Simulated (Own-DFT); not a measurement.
# Computed records: Si4SnGe11 (diamond-structure random alloy, atoms displaced)

Computed with Own-DFT development build. A calculation, not a measurement: plane-wave density functional theory by an unreviewed code, no spin, of a simulated periodic cell, stress positive in tension, run twice, with PBE and with PBEsol, both on files made for PBE, so the change isn't that of files made for PBEsol, forces on such cells moved up to 12 meV/angstrom on a denser k mesh; the far tail of each file's local potential was reset to the Coulomb form; each entry is a single point on an unrelaxed cell, so the pressure reflects the starting lattice, mostly measured values (interpolated for alloys), from which strain is counted, and rises with the displacements; printed positions are rounded, which can move forces by about a meV/angstrom; the program, named Own-DFT, is a retired in-house code; no spin-orbit coupling; stress was not checked against mesh or cutoff.

Common to all runs: functional PBE, then PBEsol; potential files PseudoDojo norm-conserving, scalar-relativistic, standard set; wave cutoff 49 hartree; occupations Fermi-Dirac; smearing width 0.1 eV; k mesh 3 x 3 x 3 centred on Gamma.

(1) 
```cif
# cell vector a (Å): 11.3064 0.0000 0.0000
# cell vector b (Å): 0.0000 11.3064 0.0000
# cell vector c (Å): 0.0000 0.0000 11.3064
data_Si4SnGe11
_symmetry_space_group_name_H-M 'P 1'
_symmetry_Int_Tables_number 1
_cell_length_a 11.3064
_cell_length_b 11.3064
_cell_length_c 11.3064
_cell_angle_alpha 90.000
_cell_angle_beta 90.000
_cell_angle_gamma 90.000
_cell_volume 1445.35
loop_
_atom_site_label
_atom_site_type_symbol
_atom_site_fract_x
_atom_site_fract_y
_atom_site_fract_z
_atom_site_occupancy
Sn1 Sn 0.99784 0.00109 0.00011 1
Ge1 Ge 0.00437 0.24924 0.25006 1
Ge2 Ge 0.24387 0.99685 0.25390 1
Ge3 Ge 0.25215 0.25028 0.99744 1
Ge4 Ge 0.12960 0.11800 0.12627 1
Ge5 Ge 0.12762 0.37097 0.37615 1
Ge6 Ge 0.37561 0.12848 0.37573 1
Ge7 Ge 0.37374 0.37407 0.12029 1
Si1 Si 0.00081 0.99702 0.49665 1
Ge8 Ge 0.00658 0.25168 0.75109 1
Si2 Si 0.25069 0.00356 0.74920 1
Ge9 Ge 0.24989 0.25110 0.50175 1
Si3 Si 0.12603 0.12444 0.62481 1
Ge10 Ge 0.12274 0.37404 0.87643 1
Ge11 Ge 0.37775 0.12387 0.87456 1
Si4 Si 0.37312 0.37565 0.62731 1
Ge12 Ge 0.99920 0.50392 0.99695 1
Ge13 Ge 0.99959 0.74497 0.24866 1
Ge14 Ge 0.24800 0.50142 0.25087 1
Si5 Si 0.24549 0.75065 0.00024 1
Si6 Si 0.12564 0.62882 0.12766 1
Ge15 Ge 0.12484 0.87529 0.37775 1
Ge16 Ge 0.37006 0.62571 0.37229 1
Ge17 Ge 0.37553 0.87454 0.12131 1
Ge18 Ge 0.00464 0.49457 0.49787 1
Ge19 Ge 0.99979 0.74849 0.75156 1
Ge20 Ge 0.25060 0.50315 0.75167 1
Si7 Si 0.25165 0.75116 0.49977 1
Sn2 Sn 0.12574 0.62514 0.62578 1
Ge21 Ge 0.12525 0.87629 0.87495 1
Ge22 Ge 0.37009 0.62282 0.87555 1
Ge23 Ge 0.37037 0.87778 0.62176 1
Ge24 Ge 0.50296 0.99788 0.99989 1
Sn3 Sn 0.49545 0.24726 0.24908 1
Ge25 Ge 0.74844 0.99934 0.24858 1
Ge26 Ge 0.75371 0.24581 0.99691 1
Ge27 Ge 0.62648 0.12749 0.12695 1
Ge28 Ge 0.62185 0.37223 0.37332 1
Si8 Si 0.87749 0.12359 0.37161 1
Ge29 Ge 0.87504 0.37728 0.12306 1
Ge30 Ge 0.50389 0.00346 0.49436 1
Ge31 Ge 0.50152 0.24840 0.75137 1
Ge32 Ge 0.74395 0.99721 0.74738 1
Si9 Si 0.74871 0.25198 0.49888 1
Ge33 Ge 0.61947 0.12806 0.62489 1
Si10 Si 0.62107 0.37557 0.87785 1
Si11 Si 0.87409 0.12535 0.87873 1
Ge34 Ge 0.87611 0.38115 0.62718 1
Ge35 Ge 0.50126 0.50083 0.99963 1
Si12 Si 0.50093 0.75401 0.25289 1
Si13 Si 0.74803 0.50639 0.24829 1
Ge36 Ge 0.74754 0.74975 0.99974 1
Si14 Si 0.62391 0.62703 0.12534 1
Ge37 Ge 0.62130 0.87305 0.37343 1
Ge38 Ge 0.87323 0.62619 0.37629 1
Ge39 Ge 0.87742 0.87730 0.12991 1
Ge40 Ge 0.49806 0.50406 0.50368 1
Sn4 Sn 0.50079 0.75132 0.74936 1
Ge41 Ge 0.74733 0.50314 0.74570 1
Ge42 Ge 0.75022 0.74904 0.49606 1
Ge43 Ge 0.62581 0.62728 0.61930 1
Si15 Si 0.62745 0.87688 0.87535 1
Ge44 Ge 0.87297 0.62973 0.86923 1
Si16 Si 0.87113 0.87622 0.62406 1
_calc_PBE_pressure 3.88  # GPa
_calc_PBE_stress_xx -3.89  # GPa
_calc_PBE_stress_yy -3.81  # GPa
_calc_PBE_stress_zz -3.94  # GPa
_calc_PBE_stress_yz -0.19  # GPa
_calc_PBE_stress_xz 0.18  # GPa
_calc_PBE_stress_xy 0.13  # GPa
_calc_PBEsol_pressure 1.21  # GPa
_calc_PBEsol_stress_xx -1.22  # GPa
_calc_PBEsol_stress_yy -1.14  # GPa
_calc_PBEsol_stress_zz -1.27  # GPa
_calc_PBEsol_stress_yz -0.18  # GPa
_calc_PBEsol_stress_xz 0.17  # GPa
_calc_PBEsol_stress_xy 0.13  # GPa
_calc_rms_change_of_force_components_from_PBE_to_PBEsol 0.045  # eV/angstrom
```

Force:
| force element | PBE force x (eV/Å) | PBE force y (eV/Å) | PBE force z (eV/Å) | PBEsol force x (eV/Å) | PBEsol force y (eV/Å) | PBEsol force z (eV/Å) |
| --- | --- | --- | --- | --- | --- | --- |
| Sn | 0.013 | 0.038 | -0.204 | 0.067 | -0.015 | -0.142 |
| Ge | -0.457 | -0.272 | -0.24 | -0.403 | -0.234 | -0.263 |
| Ge | 1.274 | 0.091 | -0.057 | 1.223 | 0.095 | -0.064 |
| Ge | -0.398 | -0.38 | 0.148 | -0.378 | -0.365 | 0.146 |
| Ge | 0.644 | 1.777 | 0.54 | 0.624 | 1.722 | 0.536 |
| Ge | -0.072 | 0.2 | -0.358 | -0.07 | 0.195 | -0.346 |
| Ge | -1.704 | -1.749 | 1.116 | -1.648 | -1.699 | 1.084 |
| Ge | -0.749 | 1.272 | -0.448 | -0.728 | 1.225 | -0.44 |
| Si | -0.574 | 0.674 | 0.745 | -0.518 | 0.619 | 0.688 |
| Ge | -1.062 | -0.776 | -0.292 | -1.022 | -0.676 | -0.266 |
| Si | -0.31 | -0.099 | -0.216 | -0.26 | -0.134 | -0.167 |
| Ge | 0.268 | -0.22 | 0.705 | 0.259 | -0.207 | 0.609 |
| Si | -0.201 | -0.48 | -0.105 | -0.198 | -0.391 | -0.111 |
| Ge | 0.588 | 0.464 | 0.081 | 0.566 | 0.449 | 0.071 |
| Ge | -0.282 | -0.289 | -0.121 | -0.237 | -0.243 | -0.082 |
| Si | 0.274 | 0.079 | 0.169 | 0.267 | 0.08 | 0.163 |
| Ge | 0.175 | 0.329 | 0.429 | 0.139 | 0.277 | 0.381 |
| Ge | 0.186 | 0.448 | 0.331 | 0.137 | 0.477 | 0.359 |
| Ge | -0.211 | -0.214 | -0.689 | -0.171 | -0.24 | -0.624 |
| Si | 0.22 | -0.312 | 0.196 | 0.254 | -0.26 | 0.146 |
| Si | 0.079 | -0.311 | -0.707 | 0.036 | -0.344 | -0.646 |
| Ge | -0.279 | -0.863 | 0.245 | -0.258 | -0.833 | 0.163 |
| Ge | 0.707 | 0.668 | 0.339 | 0.682 | 0.581 | 0.331 |
| Ge | -0.28 | -0.41 | 0.547 | -0.266 | -0.33 | 0.53 |
| Ge | -1.233 | -0.184 | -0.765 | -1.196 | -0.18 | -0.729 |
| Ge | -1.067 | 1.819 | 0.122 | -1.017 | 1.725 | 0.157 |
| Ge | 0.807 | -2.004 | 0.685 | 0.756 | -1.909 | 0.701 |
| Si | 0.467 | 0.805 | -0.875 | 0.465 | 0.79 | -0.863 |
| Sn | 0.085 | 0.355 | -0.8 | 0.043 | 0.298 | -0.725 |
| Ge | 1.214 | -0.744 | -1.048 | 1.113 | -0.729 | -1.016 |
| Ge | -0.292 | 0.041 | 1.244 | -0.259 | -0.001 | 1.165 |
| Ge | -0.422 | 0.965 | -0.698 | -0.344 | 0.931 | -0.676 |
| Ge | 0.31 | 0.165 | -0.155 | 0.262 | 0.199 | -0.114 |
| Sn | 0.255 | 0.748 | -0.528 | 0.252 | 0.726 | -0.509 |
| Ge | 0.283 | 0.198 | 0.581 | 0.246 | 0.162 | 0.523 |
| Ge | -0.582 | 0.825 | -0.003 | -0.572 | 0.806 | 0.074 |
| Ge | 0.895 | -1.194 | -1.358 | 0.868 | -1.171 | -1.319 |
| Ge | 1.419 | 1.617 | 1.008 | 1.312 | 1.57 | 0.978 |
| Si | -0.305 | 0.153 | 0.772 | -0.302 | 0.153 | 0.679 |
| Ge | -0.174 | 0.193 | 0.459 | -0.133 | 0.155 | 0.409 |
| Ge | -0.77 | -0.275 | 0.575 | -0.748 | -0.26 | 0.56 |
| Ge | -0.5 | 1.039 | 0.019 | -0.489 | 0.931 | 0.013 |
| Ge | 0.762 | 0.545 | 0.347 | 0.704 | 0.563 | 0.308 |
| Si | 0.643 | -0.314 | 0.011 | 0.587 | -0.274 | 0.041 |
| Ge | 1.025 | 0.018 | -0.55 | 0.954 | -0.017 | -0.5 |
| Si | 0.762 | -0.13 | -0.407 | 0.741 | -0.131 | -0.395 |
| Si | -0.725 | 0.703 | -2.209 | -0.716 | 0.696 | -2.162 |
| Ge | -0.195 | -1.121 | -0.438 | -0.158 | -1.044 | -0.399 |
| Ge | 0.022 | 0.203 | 0.209 | -0.055 | 0.193 | 0.199 |
| Si | -0.433 | -0.875 | -0.899 | -0.459 | -0.816 | -0.844 |
| Si | -0.194 | -0.509 | -0.015 | -0.145 | -0.541 | 0.025 |
| Ge | 0.047 | 0.341 | 0.295 | 0.113 | 0.329 | 0.274 |
| Si | -0.148 | 0.125 | 0.449 | -0.149 | 0.131 | 0.359 |
| Ge | 0.514 | 0.179 | -0.099 | 0.535 | 0.218 | -0.057 |
| Ge | 0.304 | -0.862 | -0.443 | 0.323 | -0.793 | -0.402 |
| Ge | -1.238 | -1.507 | 0.474 | -1.205 | -1.462 | 0.465 |
| Ge | -0.382 | -0.823 | -0.461 | -0.336 | -0.763 | -0.474 |
| Sn | -0.236 | 0.301 | 0.324 | -0.268 | 0.246 | 0.265 |
| Ge | -0.373 | -0.405 | 0.699 | -0.319 | -0.352 | 0.638 |
| Ge | 0.168 | 0.713 | 0.471 | 0.129 | 0.65 | 0.431 |
| Ge | 0.681 | -0.676 | -0.4 | 0.66 | -0.662 | -0.394 |
| Si | 0.453 | 0.399 | 0.848 | 0.449 | 0.397 | 0.834 |
| Ge | -0.319 | -0.468 | 0.624 | -0.3 | -0.45 | 0.6 |
| Si | 0.617 | -0.026 | -0.215 | 0.563 | -0.065 | -0.173 |

(2) 
```cif
# cell vector a (Å): 11.3064 0.0000 0.0000
# cell vector b (Å): 0.0000 11.3064 0.0000
# cell vector c (Å): 0.0000 0.0000 11.3064
data_Si4SnGe11
_symmetry_space_group_name_H-M 'P 1'
_symmetry_Int_Tables_number 1
_cell_length_a 11.3064
_cell_length_b 11.3064
_cell_length_c 11.3064
_cell_angle_alpha 90.000
_cell_angle_beta 90.000
_cell_angle_gamma 90.000
_cell_volume 1445.35
loop_
_atom_site_label
_atom_site_type_symbol
_atom_site_fract_x
_atom_site_fract_y
_atom_site_fract_z
_atom_site_occupancy
Si1 Si 0.99722 0.99935 0.00056 1
Ge1 Ge 0.99516 0.24483 0.24941 1
Ge2 Ge 0.25371 0.00393 0.25067 1
Ge3 Ge 0.24742 0.24995 0.99626 1
Ge4 Ge 0.12689 0.12510 0.12257 1
Ge5 Ge 0.12414 0.37110 0.37343 1
Ge6 Ge 0.37272 0.12396 0.38055 1
Ge7 Ge 0.37472 0.37608 0.12457 1
Ge8 Ge 0.00149 0.99819 0.49636 1
Si2 Si 0.00287 0.24958 0.74679 1
Si3 Si 0.25166 0.00616 0.74940 1
Ge9 Ge 0.25660 0.25117 0.50040 1
Ge10 Ge 0.12726 0.12345 0.62792 1
Ge11 Ge 0.12587 0.37886 0.87492 1
Si4 Si 0.37120 0.12509 0.87588 1
Ge12 Ge 0.38123 0.37554 0.62833 1
Si5 Si 0.99713 0.49970 0.00176 1
Ge13 Ge 0.99582 0.74653 0.25188 1
Ge14 Ge 0.25214 0.49938 0.25043 1
Si6 Si 0.24812 0.74688 0.99711 1
Si7 Si 0.12351 0.62293 0.12903 1
Ge15 Ge 0.12773 0.87422 0.37553 1
Ge16 Ge 0.37411 0.62486 0.37490 1
Sn1 Sn 0.37756 0.87656 0.12745 1
Ge17 Ge 0.99592 0.49958 0.50494 1
Si8 Si 0.00024 0.75412 0.75333 1
Si9 Si 0.24881 0.50172 0.74926 1
Ge18 Ge 0.24960 0.74949 0.49915 1
Ge19 Ge 0.12294 0.62504 0.62395 1
Sn2 Sn 0.12124 0.88009 0.87388 1
Si10 Si 0.37083 0.62595 0.87448 1
Si11 Si 0.37579 0.87179 0.62551 1
Ge20 Ge 0.50220 0.99690 0.00076 1
Si12 Si 0.49795 0.25459 0.25395 1
Si13 Si 0.74809 0.99909 0.25029 1
Ge21 Ge 0.74904 0.24941 0.99652 1
Ge22 Ge 0.62412 0.11965 0.12726 1
Ge23 Ge 0.62429 0.37978 0.37031 1
Ge24 Ge 0.87412 0.12626 0.37498 1
Sn3 Sn 0.87846 0.36919 0.13132 1
Ge25 Ge 0.49780 0.00379 0.50337 1
Si14 Si 0.49769 0.25115 0.75058 1
Ge26 Ge 0.74811 0.99835 0.75049 1
Ge27 Ge 0.74701 0.24820 0.49705 1
Ge28 Ge 0.62950 0.12770 0.62856 1
Ge29 Ge 0.62593 0.37147 0.87748 1
Ge30 Ge 0.87562 0.12718 0.87826 1
Si15 Si 0.87699 0.37768 0.62576 1
Ge31 Ge 0.50210 0.50022 0.00193 1
Ge32 Ge 0.50255 0.74490 0.25255 1
Ge33 Ge 0.75080 0.50257 0.25317 1
Si16 Si 0.74920 0.75425 0.00380 1
Ge34 Ge 0.62397 0.62416 0.12883 1
Ge35 Ge 0.62323 0.87510 0.37631 1
Ge36 Ge 0.87297 0.62593 0.36983 1
Sn4 Sn 0.87407 0.87611 0.12609 1
Ge37 Ge 0.49982 0.49782 0.50050 1
Ge38 Ge 0.49900 0.74661 0.74842 1
Ge39 Ge 0.74446 0.50272 0.75034 1
Ge40 Ge 0.75296 0.74885 0.50252 1
Ge41 Ge 0.62797 0.62921 0.62585 1
Ge42 Ge 0.62345 0.87531 0.87244 1
Ge43 Ge 0.87551 0.62642 0.87205 1
Ge44 Ge 0.87432 0.87405 0.62427 1
_calc_PBE_pressure 3.9  # GPa
_calc_PBE_stress_xx -3.86  # GPa
_calc_PBE_stress_yy -3.94  # GPa
_calc_PBE_stress_zz -3.9  # GPa
_calc_PBE_stress_yz 0.27  # GPa
_calc_PBE_stress_xz 0.13  # GPa
_calc_PBE_stress_xy 0.17  # GPa
_calc_PBEsol_pressure 1.24  # GPa
_calc_PBEsol_stress_xx -1.2  # GPa
_calc_PBEsol_stress_yy -1.28  # GPa
_calc_PBEsol_stress_zz -1.24  # GPa
_calc_PBEsol_stress_yz 0.25  # GPa
_calc_PBEsol_stress_xz 0.12  # GPa
_calc_PBEsol_stress_xy 0.16  # GPa
_calc_rms_change_of_force_components_from_PBE_to_PBEsol 0.043  # eV/angstrom
```

Force:
| force element | PBE force x (eV/Å) | PBE force y (eV/Å) | PBE force z (eV/Å) | PBEsol force x (eV/Å) | PBEsol force y (eV/Å) | PBEsol force z (eV/Å) |
| --- | --- | --- | --- | --- | --- | --- |
| Si | 0.172 | 2.179 | 0.237 | 0.166 | 2.143 | 0.232 |
| Ge | 2.401 | -1.478 | 1.517 | 2.326 | -1.433 | 1.479 |
| Ge | -1.358 | 0.631 | 0.845 | -1.314 | 0.613 | 0.826 |
| Ge | 0.484 | 0.11 | 0.111 | 0.43 | 0.144 | 0.147 |
| Ge | -0.578 | -0.342 | 0.017 | -0.532 | -0.296 | 0.048 |
| Ge | -0.052 | 0.229 | 0.378 | -0.043 | 0.221 | 0.364 |
| Ge | 0.741 | 0.588 | -0.717 | 0.687 | 0.544 | -0.658 |
| Ge | 0.188 | -0.532 | 0.072 | 0.153 | -0.476 | 0.046 |
| Ge | -0.104 | 0.212 | 0.498 | -0.101 | 0.204 | 0.48 |
| Si | -0.447 | 0.438 | 0.277 | -0.398 | 0.388 | 0.307 |
| Si | 1.275 | -0.178 | -0.623 | 1.171 | -0.178 | -0.63 |
| Ge | -0.846 | 0.229 | 0.509 | -0.817 | 0.208 | 0.483 |
| Ge | -0.064 | 0.378 | -0.447 | -0.062 | 0.368 | -0.497 |
| Ge | -0.583 | 0.109 | -0.401 | -0.534 | 0.062 | -0.353 |
| Si | 0.741 | 0.018 | -0.41 | 0.728 | 0.025 | -0.316 |
| Ge | -0.711 | 0.183 | 0.326 | -0.689 | 0.183 | 0.237 |
| Si | 1.168 | 1.117 | -0.588 | 1.111 | 1.06 | -0.615 |
| Ge | 1.89 | -0.478 | 0.323 | 1.791 | -0.44 | 0.35 |
| Ge | -0.699 | 0.121 | -0.197 | -0.641 | 0.085 | -0.162 |
| Si | -0.113 | -1.313 | 0.641 | -0.119 | -1.212 | 0.639 |
| Si | 0.087 | 0.007 | -0.9 | 0.086 | 0.008 | -0.804 |
| Ge | -0.19 | -0.001 | -0.477 | -0.189 | 0 | -0.452 |
| Ge | 0.157 | -0.235 | 0.318 | 0.156 | -0.231 | 0.303 |
| Sn | -0.624 | -1.367 | -0.433 | -0.56 | -1.284 | -0.382 |
| Ge | 0.162 | -0.12 | -0.831 | 0.196 | -0.072 | -0.843 |
| Si | -1.098 | -1.385 | -1.6 | -1.086 | -1.361 | -1.574 |
| Si | 0.436 | 0.116 | 0.108 | 0.388 | 0.071 | 0.062 |
| Ge | 0.31 | 0.191 | 0.476 | 0.267 | 0.153 | 0.42 |
| Ge | 0.003 | 0.264 | 0.722 | -0.003 | 0.256 | 0.631 |
| Sn | 1.086 | -0.018 | 0.134 | 1.06 | -0.011 | 0.13 |
| Si | 0.025 | -0.389 | 0.045 | 0.113 | -0.383 | 0.038 |
| Si | -0.385 | 0.702 | 0.203 | -0.341 | 0.652 | 0.165 |
| Ge | 0.396 | 1.551 | -1.544 | 0.421 | 1.474 | -1.46 |
| Si | -0.015 | -0.719 | -0.439 | -0.019 | -0.7 | -0.432 |
| Si | -0.758 | 0.861 | 1.255 | -0.744 | 0.845 | 1.23 |
| Ge | -0.69 | -0.922 | 0.295 | -0.668 | -0.9 | 0.28 |
| Ge | -0.088 | 0.957 | 0.287 | -0.091 | 0.923 | 0.207 |
| Ge | -0.228 | -0.616 | 0.441 | -0.186 | -0.557 | 0.462 |
| Ge | -0.457 | -0.852 | -0.045 | -0.41 | -0.789 | -0.021 |
| Sn | -1.112 | 1.385 | -1.48 | -1.12 | 1.3 | -1.395 |
| Ge | 0.253 | -0.713 | 0.39 | 0.268 | -0.665 | 0.339 |
| Si | 0.18 | -0.593 | 0.649 | 0.213 | -0.543 | 0.596 |
| Ge | 0.628 | 0.199 | 0.126 | 0.599 | 0.192 | 0.116 |
| Ge | 0.56 | 1.01 | 0.4 | 0.523 | 0.946 | 0.361 |
| Ge | -0.916 | 0.11 | 0.095 | -0.853 | 0.073 | 0.053 |
| Ge | -0.69 | 0.261 | -0.64 | -0.631 | 0.288 | -0.583 |
| Ge | 0.521 | -0.258 | -0.74 | 0.437 | -0.244 | -0.709 |
| Si | -0.597 | -0.767 | 0.388 | -0.624 | -0.709 | 0.344 |
| Ge | -0.511 | 0.266 | -0.552 | -0.467 | 0.223 | -0.493 |
| Ge | 0.445 | -0.203 | 0.808 | 0.432 | -0.2 | 0.787 |
| Ge | -0.742 | 0.378 | -0.056 | -0.726 | 0.37 | -0.042 |
| Si | -1.168 | -1.541 | -1.517 | -1.148 | -1.514 | -1.491 |
| Ge | 0.653 | 0.272 | -0.683 | 0.598 | 0.233 | -0.62 |
| Ge | 0.335 | 0.22 | 0.166 | 0.294 | 0.177 | 0.187 |
| Ge | 0.148 | -0.279 | 1.374 | 0.141 | -0.266 | 1.327 |
| Sn | -0.045 | 0.332 | 0.09 | 0.001 | 0.278 | 0.141 |
| Ge | 0.278 | 0.62 | 0.053 | 0.267 | 0.599 | 0.046 |
| Ge | -0.582 | 0.298 | 0.354 | -0.489 | 0.292 | 0.336 |
| Ge | 0.83 | -0.694 | -0.052 | 0.779 | -0.635 | -0.024 |
| Ge | -0.184 | 0.33 | -0.619 | -0.183 | 0.323 | -0.595 |
| Ge | -0.547 | -0.558 | -0.453 | -0.526 | -0.542 | -0.427 |
| Ge | 0.208 | -0.592 | 0.403 | 0.175 | -0.538 | 0.362 |
| Ge | -0.098 | 0.254 | 0.741 | -0.136 | 0.215 | 0.689 |
| Ge | 0.52 | 0.017 | 0.37 | 0.469 | 0.04 | 0.327 |
